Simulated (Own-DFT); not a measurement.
# Stretching a layer in its plane: diamond-structure SiGeSn with randomly placed atoms, 64 atoms (Ge48Si8Sn8)

Source: density functional calculations with Own-DFT, an unreviewed in-house program that is no longer used. Nothing was measured or relaxed, and spin and spin-orbit coupling are left out.

Common settings: PBE; PseudoDojo norm-conserving scalar-relativistic files; cutoff 49 hartree; 3 x 3 x 3 k mesh centred on Gamma; Fermi-Dirac smearing of 0.1 eV.

Limits: forces on such cells moved up to 12 meV/angstrom on a denser k mesh; stress not checked against mesh or cutoff.

Unstrained cell vectors in Å: (11.467, 0.000, 0.000); (0.000, 11.467, 0.000); (0.000, 0.000, 11.467). The unstrained cell has measured lattice constants (interpolated for alloys), not those of this functional. That, the random moves and any unrelaxed bonds set the pressure at no strain. Each run strains x and y alike by e, as a substrate would, and holds the height along z. Each atom got a random Gaussian move of width 0.05 Å along each axis. The random placing of the alloy's atoms differs from row to row. Stress is positive in tension.

```
e (%)  u (Å)  (s_xx + s_yy)/2 (GPa)  s_zz (GPa)
-3.00  0.051                 -10.89       -8.94
-2.75  0.051                      ?           ?
-2.25  0.052                  -9.62       -8.23
-0.50  0.047                  -5.76       -5.25
-0.25  0.050                  -5.63       -5.40
 0.25  0.051                  -4.64       -4.60
 1.50  0.047                  -2.37       -3.20
 2.00  0.043                  -1.68       -2.62
 2.25  0.048                  -1.55       -2.82
 2.75  0.050                  -0.72       -2.16
```

## Analysis

With e as a fraction, the in-plane stress is -5.0 + 178 e - 734 e² GPa (errors 3 and 185, scatter 0.17), and s_zz is -4.9 + 119 e - 715 e² GPa (slope ± 4, scatter 0.23). At e = 0 the first slope is C11 + C12 and the second 2 C12, both with the ions held to the strained lattice and at the cell's own pressure. The term in e² is negative: the layer stiffens under compression and softens under tension. A free layer would change its height as e changes, and the in-plane slope would drop by 2 C12²/C11 to the biaxial modulus. At fixed height, a misfit of 1 % moves the in-plane stress by about 1.8 GPa and s_zz by 1.2 GPa.

## Prediction

Asked: what are the two stresses at e = -2.75 %?

The fit gives -10.5 and -8.7 GPa. DFT gave -10.39 and -8.59 GPa.
